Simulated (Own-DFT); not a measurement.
## Calculated data, GaP (zincblende, strongly disordered by large displacements), InAs (zincblende, strongly disordered by large displacements)

A calculation, not a measurement: plane-wave PBE density functional theory by an unreviewed code, no spin, of a simulated periodic cell, stress positive in tension, free energy of the whole cell less one offset for each atom, forces on such cells passed a denser k mesh, this cell's mesh not checked; broken bonds can close the gap or carry spin, so checks made on this kind of crystal may not hold here; offsets are fitted by least squares, one for each functional and potential file, so energies compare only between cells with the same atoms and settings and are not formation energies; the far tail of each file's local potential was reset to the Coulomb form; each entry is a single point on an unrelaxed cell, so the pressure reflects the starting lattice, mostly measured values (interpolated for alloys), from which strain is counted, and rises with the displacements; printed positions are rounded, which can move forces by about a meV/angstrom; the program, named Own-DFT, is a retired in-house code; no spin-orbit coupling. Program: Own-DFT development build.

Common to all runs: functional PBE; potential files PseudoDojo norm-conserving, scalar-relativistic, standard set; wave cutoff 42 hartree; occupations Fermi-Dirac; smearing width 0.1 eV; k mesh 3 x 3 x 3 centred on Gamma.

(1) GaP (zincblende, strongly disordered by large displacements)

```
CELL_PARAMETERS angstrom
10.90100 0.00000 0.00000
0.00000 10.90100 0.00000
0.00000 0.00000 10.90100
ATOMIC_POSITIONS crystal
Ga 0.97797 0.98058 0.01482
Ga 0.93189 0.24637 0.17618
Ga 0.26624 0.00307 0.23974
Ga 0.26557 0.22435 0.02245
P 0.10527 0.12133 0.13620
P 0.10537 0.38610 0.42840
P 0.32669 0.11200 0.36739
P 0.37098 0.39066 0.12003
Ga 0.04348 0.95240 0.54517
Ga 0.96853 0.27963 0.75796
Ga 0.23315 0.05230 0.76235
Ga 0.25633 0.24793 0.51601
P 0.08555 0.08918 0.65606
P 0.11465 0.37859 0.85399
P 0.35761 0.14680 0.88917
P 0.36101 0.40379 0.61175
Ga 0.99809 0.43846 0.99488
Ga 0.01637 0.76496 0.25417
Ga 0.24649 0.50116 0.25300
Ga 0.30052 0.76806 0.00627
P 0.13016 0.64477 0.12571
P 0.12810 0.90929 0.39274
P 0.42373 0.64989 0.41307
P 0.38774 0.91162 0.12226
Ga 0.02136 0.54732 0.47254
Ga 0.01815 0.78177 0.78978
Ga 0.27153 0.47605 0.74715
Ga 0.30431 0.77418 0.46350
P 0.17801 0.66191 0.67004
P 0.16185 0.83224 0.88493
P 0.42207 0.63233 0.89648
P 0.34149 0.90041 0.61881
Ga 0.47675 0.00261 0.97285
Ga 0.45171 0.24820 0.23432
Ga 0.74386 0.03996 0.28046
Ga 0.68984 0.24193 0.02532
P 0.58919 0.11710 0.14278
P 0.61751 0.34807 0.38461
P 0.89020 0.11356 0.35405
P 0.83665 0.38786 0.12356
Ga 0.47411 0.01966 0.52619
Ga 0.47442 0.26414 0.73202
Ga 0.78526 0.01177 0.79917
Ga 0.73571 0.26081 0.52926
P 0.59197 0.13314 0.60022
P 0.59961 0.32794 0.88229
P 0.85647 0.16995 0.84563
P 0.85398 0.38404 0.58474
Ga 0.50049 0.53274 0.03798
Ga 0.56878 0.72383 0.23152
Ga 0.72405 0.48549 0.25773
Ga 0.74530 0.71986 0.93479
P 0.64533 0.63290 0.07679
P 0.62087 0.89679 0.40490
P 0.86927 0.59624 0.39052
P 0.88666 0.88779 0.13853
Ga 0.48893 0.46398 0.50100
Ga 0.48277 0.71673 0.72838
Ga 0.76077 0.44723 0.73932
Ga 0.74108 0.76502 0.52381
P 0.64992 0.70395 0.66399
P 0.55095 0.84348 0.90697
P 0.89827 0.64109 0.88337
P 0.87421 0.86291 0.65793
```

```
hardware                          : one NVIDIA H100
free energy of cell above offsets : 23.631 eV
pressure                          : 15.53 GPa
stress xx                         : -17.78 GPa
stress yy                         : -13.57 GPa
stress zz                         : -15.24 GPa
stress yz                         : -2.22 GPa
stress xz                         : 1.7 GPa
stress xy                         : -1.57 GPa
wall time                         : 616.8 s
```

Force:
| element | x (eV/Å) | y (eV/Å) | z (eV/Å) |
| --- | --- | --- | --- |
| Ga | 4.071 | 3.274 | -4.394 |
| Ga | 4.129 | -6.209 | 3.981 |
| Ga | -5.149 | -2.606 | -2.604 |
| Ga | -4.755 | 3.256 | 4.275 |
| P | 0.272 | 0.704 | -1.206 |
| P | 2.563 | -3.485 | -2.523 |
| P | 4.151 | 5.347 | 4.831 |
| P | -0.993 | 0.663 | -0.377 |
| Ga | -4.763 | -2.495 | 1.493 |
| Ga | 3.176 | 2.297 | -4.789 |
| Ga | 2.153 | -3.366 | 1.52 |
| Ga | -2.244 | -0.524 | -0.396 |
| P | -1.289 | 7.528 | 1.138 |
| P | 2.799 | -1.256 | -0.455 |
| P | 3.741 | -1.477 | -5.561 |
| P | -0.184 | -5.43 | -0.602 |
| Ga | -1.351 | 3.668 | 1.671 |
| Ga | -0.414 | -0.072 | 1.071 |
| Ga | -1.226 | 0.808 | 1.239 |
| Ga | -0.473 | -1.973 | 1.616 |
| P | 1.236 | -1.553 | -0.173 |
| P | 2.979 | -3.919 | -6.381 |
| P | 4.162 | -5.041 | -3.842 |
| P | 0.952 | -3.115 | 1.346 |
| Ga | 4.063 | 1.33 | 4.397 |
| Ga | -3.835 | -2.664 | -3.634 |
| Ga | -3.891 | 5.206 | 5.939 |
| Ga | -5.706 | 3.531 | 1.849 |
| P | -0.626 | -0.271 | -1.539 |
| P | 2.514 | 4.988 | 1.321 |
| P | -3.603 | -0.326 | -1.913 |
| P | 0.621 | -0.332 | 2.783 |
| Ga | 0.833 | 3.93 | 0.723 |
| Ga | 1.091 | -1.146 | 2.515 |
| Ga | -5.069 | -3.664 | -2.094 |
| Ga | 2.892 | -0.564 | 0.612 |
| P | 0.133 | -1.279 | 0.149 |
| P | -1.474 | 0.491 | -1.766 |
| P | 4.484 | 3.645 | 2.854 |
| P | -2.21 | 3.515 | -3.716 |
| Ga | -2.945 | -3.351 | -3.898 |
| Ga | 0.25 | -1.116 | -0.048 |
| Ga | -2.959 | -5.629 | -2.05 |
| Ga | -2.456 | -5.034 | -2.516 |
| P | 3.689 | 3.268 | 4.16 |
| P | -0.516 | 4.391 | -2.311 |
| P | -2.09 | 0.465 | 6.659 |
| P | 6.231 | 2.943 | 0.532 |
| Ga | -2.837 | -5.927 | -0.321 |
| Ga | -1.713 | 2.749 | 3.748 |
| Ga | -0.411 | 1.8 | 1.313 |
| Ga | -3.526 | 4.707 | -0.289 |
| P | 4.531 | 0.098 | 3.913 |
| P | 0.496 | -0.406 | -1.921 |
| P | -5.358 | 4.187 | -3.114 |
| P | -4.822 | -3.055 | 3.648 |
| Ga | 4.297 | 3.239 | -3.954 |
| Ga | -5.071 | 2.743 | -0.185 |
| Ga | -2.302 | 2.117 | 3.596 |
| Ga | 3.336 | 1.437 | -6.085 |
| P | 1.906 | -4.755 | 3.778 |
| P | 3.292 | -2.737 | -2.179 |
| P | 4.319 | -4.888 | -1.299 |
| P | 0.897 | 1.339 | -0.533 |

(2) GaP (zincblende, strongly disordered by large displacements)

```
CELL_PARAMETERS angstrom
10.90100 0.00000 0.00000
0.00000 10.90100 0.00000
0.00000 0.00000 10.90100
ATOMIC_POSITIONS crystal
Ga 0.99621 0.99617 0.93520
Ga 0.99871 0.23753 0.25370
Ga 0.26599 0.98318 0.25005
Ga 0.25622 0.21156 0.01607
P 0.12510 0.10742 0.13637
P 0.12026 0.36904 0.35246
P 0.42617 0.11224 0.34390
P 0.36668 0.29698 0.12397
Ga 0.98309 0.02375 0.48691
Ga 0.99712 0.25062 0.68886
Ga 0.14778 0.00490 0.72241
Ga 0.26350 0.22805 0.47432
P 0.15504 0.14943 0.60517
P 0.10979 0.40965 0.85927
P 0.45171 0.11777 0.86685
P 0.34854 0.39739 0.63661
Ga 0.97904 0.39735 0.04567
Ga 0.97500 0.77855 0.23948
Ga 0.27442 0.49307 0.30242
Ga 0.26998 0.73316 0.98823
P 0.10088 0.56084 0.08954
P 0.08762 0.91116 0.39483
P 0.38537 0.58319 0.40976
P 0.31795 0.81138 0.15756
Ga 0.03015 0.52901 0.53332
Ga 0.99501 0.75163 0.72417
Ga 0.22311 0.50109 0.75611
Ga 0.24070 0.77721 0.48441
P 0.11500 0.67307 0.59888
P 0.10612 0.85422 0.86591
P 0.34390 0.62298 0.87033
P 0.40747 0.84283 0.63708
Ga 0.53242 0.97339 0.97611
Ga 0.48751 0.24906 0.24788
Ga 0.78077 0.01878 0.25038
Ga 0.74108 0.23819 0.94308
P 0.61551 0.09853 0.08274
P 0.66593 0.36223 0.35802
P 0.89697 0.11845 0.34157
P 0.84570 0.35185 0.15702
Ga 0.45101 0.02554 0.49778
Ga 0.50396 0.24171 0.74888
Ga 0.70822 0.97131 0.70924
Ga 0.71748 0.23312 0.53012
P 0.64800 0.16161 0.67753
P 0.61455 0.36167 0.88942
P 0.84876 0.09771 0.94926
P 0.78673 0.41903 0.56009
Ga 0.53860 0.46671 0.01371
Ga 0.45444 0.71859 0.28391
Ga 0.75735 0.54129 0.27403
Ga 0.68019 0.72671 0.97237
P 0.65870 0.65133 0.13139
P 0.61512 0.84612 0.36837
P 0.82691 0.61823 0.41965
P 0.86887 0.86411 0.08919
Ga 0.52009 0.48004 0.46614
Ga 0.44454 0.73134 0.77090
Ga 0.71951 0.51737 0.71400
Ga 0.77895 0.79107 0.42822
P 0.64630 0.66624 0.65067
P 0.63540 0.85196 0.85171
P 0.84537 0.60528 0.89667
P 0.87720 0.87668 0.67189
```

```
hardware                          : one NVIDIA H100
free energy of cell above offsets : 42.288 eV
pressure                          : 19.38 GPa
stress xx                         : -16.55 GPa
stress yy                         : -22.38 GPa
stress zz                         : -19.21 GPa
stress yz                         : 4.39 GPa
stress xz                         : 1.5 GPa
stress xy                         : 2.19 GPa
wall time                         : 609 s
```

Force:
| element | x (eV/Å) | y (eV/Å) | z (eV/Å) |
| --- | --- | --- | --- |
| Ga | 2.795 | -1.03 | 2.059 |
| Ga | 3.229 | 3.666 | -3.532 |
| Ga | -1.409 | 1.356 | 0.498 |
| Ga | -3.536 | -2.904 | -5.637 |
| P | -0.367 | -1.12 | -1.104 |
| P | 0.535 | 0.384 | 2.7 |
| P | -4.538 | -2.321 | -1.051 |
| P | 1.213 | 7.871 | 0.379 |
| Ga | -2.451 | 2.25 | 6.5 |
| Ga | -1.794 | 1.649 | 1.452 |
| Ga | 0.997 | -3.447 | 2.167 |
| Ga | 2.452 | 3.088 | -2.791 |
| P | -1.677 | -0.07 | -0.279 |
| P | -4.878 | -5.066 | 4.217 |
| P | -5.311 | -3.449 | 4.053 |
| P | 2.719 | -2.419 | -2.03 |
| Ga | 4.216 | 2.79 | -4.699 |
| Ga | 0.942 | -1.045 | 0.909 |
| Ga | -4.404 | -3.394 | -5.959 |
| Ga | -4.811 | 2.989 | 2.793 |
| P | 1.318 | 1.66 | 0.9 |
| P | 5.396 | -5.191 | -4.65 |
| P | -2.053 | 6.298 | 2.535 |
| P | 1.025 | 0.619 | 1.328 |
| Ga | -4.182 | -6.189 | -3.477 |
| Ga | 0.443 | -4.061 | 4.455 |
| Ga | 2.544 | 3.537 | -3.623 |
| Ga | 1.783 | 1.378 | -0.223 |
| P | 4.303 | 1.233 | 1.976 |
| P | 2.953 | -1.365 | 0.11 |
| P | 1.076 | -8.024 | 0.343 |
| P | -2.885 | 5.751 | -6.721 |
| Ga | -2.138 | -3.136 | -0.931 |
| Ga | 7.542 | 3.81 | -0.354 |
| Ga | -5.742 | -5.035 | -5.184 |
| Ga | -0.606 | 2.17 | 1.933 |
| P | 2.884 | 3.313 | 4.593 |
| P | -2.288 | -0.945 | -0.402 |
| P | -1.58 | 1.093 | 6.269 |
| P | -5.108 | -1.38 | 2.739 |
| Ga | 2.184 | -4.859 | 6.727 |
| Ga | -4.921 | 7.755 | -1.897 |
| Ga | -0.128 | 0.507 | -0.253 |
| Ga | 3.025 | 1.378 | -6.093 |
| P | 2.507 | -5.608 | 1.297 |
| P | 0.464 | 0.716 | -6.452 |
| P | -0.774 | -1.962 | -0.059 |
| P | 3.293 | 0.299 | -1.253 |
| Ga | -3.305 | 3.972 | 5.298 |
| Ga | 2.41 | 1.436 | -1.951 |
| Ga | -1.254 | -3.46 | -5.564 |
| Ga | 4.409 | -1.343 | -1.99 |
| P | -3.85 | -3.466 | 5.718 |
| P | -4.415 | 3.637 | -1.34 |
| P | 6.096 | -3.213 | 5.157 |
| P | -0.858 | 0.834 | -0.254 |
| Ga | 4.786 | -3.724 | 3.777 |
| Ga | 6.441 | 0.157 | 0.525 |
| Ga | 2.232 | -4.385 | 5.712 |
| Ga | 2.256 | 4.331 | 2.507 |
| P | -4.208 | 5.274 | -2.887 |
| P | -3.371 | 1.837 | -3.063 |
| P | 1.04 | -0.422 | -1.23 |
| P | -2.667 | 4.995 | -4.692 |

(3) InAs (zincblende, strongly disordered by large displacements)

```
CELL_PARAMETERS angstrom
12.11660 0.00000 0.00000
0.00000 12.11660 0.00000
0.00000 0.00000 12.11660
ATOMIC_POSITIONS crystal
In 0.00758 0.99462 0.01242
In 0.99752 0.28891 0.23602
In 0.24164 0.96788 0.22825
In 0.22999 0.23885 0.98896
As 0.13086 0.08181 0.11830
As 0.13043 0.37342 0.38862
As 0.39863 0.12903 0.33557
As 0.38349 0.36388 0.10592
In 0.97454 0.98150 0.50979
In 0.01832 0.26622 0.77939
In 0.26356 0.98351 0.76751
In 0.27117 0.24251 0.48944
As 0.14136 0.10888 0.64369
As 0.14157 0.35500 0.86458
As 0.37669 0.08990 0.88826
As 0.41949 0.36690 0.63255
In 0.91788 0.51110 0.98947
In 0.00596 0.77055 0.26606
In 0.30299 0.52661 0.22070
In 0.27835 0.74052 0.03059
As 0.11780 0.58068 0.13390
As 0.13951 0.86355 0.38690
As 0.32421 0.62705 0.35684
As 0.38906 0.87979 0.16004
In 0.96154 0.52042 0.53563
In 0.03097 0.76838 0.76525
In 0.21042 0.47452 0.76957
In 0.26753 0.77348 0.47471
As 0.16273 0.55930 0.63311
As 0.13233 0.83972 0.88276
As 0.32181 0.61152 0.85050
As 0.39812 0.89534 0.65857
In 0.48712 0.01247 0.99258
In 0.48756 0.27903 0.21096
In 0.77856 0.98858 0.26876
In 0.73542 0.23080 0.95410
As 0.59686 0.15869 0.10102
As 0.65003 0.36795 0.38403
As 0.90892 0.10367 0.38990
As 0.90796 0.42122 0.13402
In 0.47750 0.00811 0.52152
In 0.50702 0.26107 0.77114
In 0.75881 0.97691 0.80869
In 0.81124 0.23587 0.49522
As 0.68140 0.09986 0.65406
As 0.62990 0.39338 0.88210
As 0.88816 0.15905 0.86972
As 0.85781 0.39237 0.62971
In 0.53187 0.49894 0.97332
In 0.52137 0.78139 0.24234
In 0.77802 0.46483 0.28848
In 0.78615 0.75532 0.96080
As 0.66921 0.62142 0.14476
As 0.63837 0.86533 0.37037
As 0.92891 0.65097 0.38062
As 0.88230 0.89232 0.14157
In 0.48370 0.44197 0.43100
In 0.51150 0.79032 0.73060
In 0.79484 0.52735 0.74480
In 0.73986 0.66854 0.48524
As 0.60234 0.63646 0.61204
As 0.64250 0.84518 0.87930
As 0.87196 0.63307 0.88317
As 0.90715 0.84508 0.58673
```

```
hardware                          : one NVIDIA H200
free energy of cell above offsets : 38.249 eV
pressure                          : 16.34 GPa
stress xx                         : -14.69 GPa
stress yy                         : -16.93 GPa
stress zz                         : -17.39 GPa
stress yz                         : 3.74 GPa
stress xz                         : -2.19 GPa
stress xy                         : 2.77 GPa
wall time                         : 1166 s
```

Force:
| element | x (eV/Å) | y (eV/Å) | z (eV/Å) |
| --- | --- | --- | --- |
| In | -2.538 | -1.659 | -4.039 |
| In | 2.831 | -3.276 | 2.344 |
| In | -1.513 | 1.658 | 3.744 |
| In | 1.987 | -2.454 | 2.631 |
| As | 1.414 | 5.548 | 1.241 |
| As | -0.385 | 0.616 | -0.063 |
| As | -0.93 | -1.08 | 1.53 |
| As | -6.462 | 5.908 | -6.719 |
| In | 6.92 | 4.88 | -0.215 |
| In | -3.845 | -3.34 | -6.853 |
| In | -3.849 | 0.123 | 0.214 |
| In | 0.057 | -0.405 | 0.667 |
| As | -0.849 | 0.604 | -0.951 |
| As | -0.652 | -2.109 | 9.551 |
| As | -5.236 | 6.874 | -5.206 |
| As | -2.309 | 1.223 | -2.173 |
| In | 4.571 | -3.388 | -0.26 |
| In | 2.193 | 1.557 | -4.822 |
| In | -1.766 | -6.086 | -7.62 |
| In | -0.912 | -1.242 | -0.274 |
| As | -0.883 | 1.694 | -0.651 |
| As | -3.873 | 4.776 | -2.047 |
| As | 3.576 | 3.635 | 6.956 |
| As | 0.677 | 0.278 | -5.277 |
| In | 4.314 | 1.336 | -1.506 |
| In | -5.846 | -4.426 | -8.176 |
| In | 7.007 | 0.588 | 1.546 |
| In | 4.121 | -2.211 | 5.3 |
| As | -4.09 | 7.435 | -10.44 |
| As | 5.936 | 4.989 | 7.435 |
| As | 4.025 | 2.875 | 1.906 |
| As | -6.807 | 2.844 | -5.048 |
| In | 6.651 | -5.247 | 6.679 |
| In | 5.626 | -3.738 | 7.768 |
| In | -3.014 | 1.919 | 1.709 |
| In | -2.46 | 1.075 | 2.395 |
| As | 3.018 | -2.502 | -0.605 |
| As | 0.92 | -4.385 | 0.832 |
| As | -0.143 | 2.934 | -5.331 |
| As | -1.852 | -3.695 | 5.522 |
| In | 2.818 | 2.311 | -2.814 |
| In | 1.22 | -2.703 | 0.56 |
| In | 2.684 | 2.894 | -2.577 |
| In | -2.691 | 0.711 | 1.517 |
| As | -1.389 | 0.884 | -0.874 |
| As | 6.442 | -4.955 | -6.161 |
| As | 0.753 | -4.528 | 0.749 |
| As | 0.273 | -5.031 | 0.291 |
| In | -6.556 | 7.175 | 6.29 |
| In | 2.346 | -4.762 | 0.257 |
| In | 1.877 | 3.604 | -2.011 |
| In | -3.711 | 6.29 | 8.864 |
| As | -0.897 | 0.201 | -0.698 |
| As | 1.256 | 1.122 | 3.235 |
| As | -3.586 | -4.255 | 2.898 |
| As | 0.816 | -2.77 | -3.015 |
| In | -3.856 | 2.435 | 1.96 |
| In | 5.994 | -7.396 | 3.481 |
| In | -5.033 | 0.765 | -0.499 |
| In | 1.883 | 2.383 | -2.288 |
| As | -1.662 | -1.994 | 2.363 |
| As | -5.126 | 0.525 | 1.34 |
| As | 5.004 | 1.741 | -10.6 |
| As | -4.496 | -8.774 | 6.039 |
